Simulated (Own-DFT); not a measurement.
# Strain and stress in C40 NbSi2, 36 atoms (Nb12Si24)

Calculated results; nothing here was measured. The program, named Own-DFT, is a retired in-house plane-wave density functional code that no person has reviewed. Each row is one single-point run on a periodic cell that was not relaxed, without spin or spin-orbit coupling.

Settings of every run: PBE; PseudoDojo norm-conserving scalar-relativistic files; cutoff 42 hartree; 4 x 4 x 5 k mesh centred on Gamma; cold (Marzari-Vanderbilt) smearing of 0.2 eV.

Known limits: forces on such cells failed a check on a denser k mesh; stress not checked against mesh or cutoff.

Unstrained cell vectors in Å: (0.000, 8.324, 0.000); (-9.613, 0.000, 0.000); (0.000, 0.000, 6.586). The unstrained cell was taken from the Materials Project. The random moves and any unrelaxed bonds add to the pressure at no strain. Each run strains this cell uniformly, with the atoms carried along. Every atom was also moved at random, by a Gaussian of width 0.05 Å on each axis. Strain is the symmetric tensor, in per cent. Stress is positive in tension, and the pressure is minus a third of its trace.

```
run,e_xx (%),e_yy (%),e_zz (%),e_yz (%),e_xz (%),e_xy (%),s_xx (GPa),s_yy (GPa),s_zz (GPa),s_yz (GPa),s_xz (GPa),s_xy (GPa),P (GPa),E (meV/atom)
1,-1.56,-1.04,1.18,-1.36,1.31,1.60,-8.79,-6.89,-1.61,-4.56,3.84,4.86,5.77,36.1
2,-1.42,-1.13,0.77,0.07,-0.72,-1.03,-8.06,-7.38,-1.94,-0.72,-2.48,-3.02,5.79,12.4
3,1.57,0.70,0.67,-1.92,0.03,0.16,4.44,1.60,0.89,-5.61,0.69,0.29,-2.31,2.5
4,0.75,-1.69,0.03,1.14,0.80,1.37,-1.27,-7.92,-4.06,3.31,2.01,3.65,4.42,10.5
5,-1.87,0.36,0.34,-1.92,0.88,-0.15,-8.58,-2.70,-3.94,-6.07,2.67,-0.60,5.07,23.7
6,-1.78,-0.10,1.17,-0.18,-0.38,-0.03,-7.67,-2.59,-0.04,-1.00,-1.09,-0.36,3.43,0.0
7,0.31,1.70,0.30,-1.25,-0.72,1.74,-0.39,3.91,-0.82,-3.12,-2.45,4.27,-0.90,11.9
8,1.50,-1.64,-1.47,-1.04,0.73,-0.44,0.87,-9.30,-11.49,-4.08,1.85,-1.27,6.64,25.8
9,-0.50,0.97,-1.94,-1.58,0.07,1.12,-5.55,-0.53,-13.46,-5.77,0.37,3.26,6.52,26.3
10,-0.51,0.39,1.22,-0.50,-0.79,-1.33,-3.06,-0.16,1.54,-1.09,-2.57,-3.64,0.56,2.5
11,-0.75,-1.66,1.25,0.59,-1.68,-1.09,-5.19,-8.84,-0.17,1.99,-4.94,-3.73,4.73,20.0
12,-1.01,0.27,-1.70,-0.04,0.62,-0.04,-7.19,-3.53,-12.32,-0.03,2.12,-0.02,7.68,10.7
13,0.91,1.83,1.05,0.94,1.39,-0.88,2.74,5.48,3.24,2.76,3.85,-2.48,-3.82,1.1
14,-0.72,-0.11,-1.91,1.75,-0.59,-0.22,-6.28,-5.08,-14.65,5.43,-0.84,-0.19,8.67,26.9
15,0.42,1.48,-1.97,-0.62,1.00,-0.33,-1.78,1.75,-11.82,-2.41,2.74,-0.61,3.95,19.4
16,0.80,-0.79,-1.96,-0.60,-0.93,1.43,?,?,?,?,?,?,?,?
```

E is the free energy for each atom above the lowest run shown.

## Worked fit

Each stress component was fitted by least squares to a constant and the strains of the runs shown, as fractions, with shears doubled. Shear strains stay in the fit of a normal stress only where such slopes are resolved. The slopes, in GPa:

| stress | at no strain | per e_xx | per e_yy | per e_zz | scatter |
|---|---|---|---|---|---|
| s_xx | -2.6 | 362 ± 10 | 66 ± 9 | 76 ± 8 | 0.41 |
| s_yy | -2.6 | 65 ± 10 | 378 ± 9 | 77 ± 8 | 0.40 |
| s_zz | -4.1 | 91 ± 12 | 82 ± 11 | 482 ± 11 | 0.51 |

Each shear stress against twice its own strain: yz 158 ± 6, xz 143 ± 7, xy 138 ± 4 GPa. These are stiffnesses along x, y and z of the frame in which the cell vectors are given, which need not be the crystal's axes. The atoms are held to the strained lattice; where symmetry lets them move under strain, relaxing them would lower some slopes. The table should be nearly symmetric about its diagonal, and what it lacks of that shows the noise. A ninth of its sum, 186 ± 7 GPa, estimates the bulk modulus near the mean pressure of these runs, 3.7 GPa, so it lies above the value at zero pressure.

## Withheld run

Question: what normal stresses and pressure should run 16 give?

The fit gives s_xx = -1.7, s_yy = -6.6, s_zz = -13.5 and P = 7.3 GPa. The calculation gave -1.54, -6.94, -13.98 and P = 7.49 GPa.
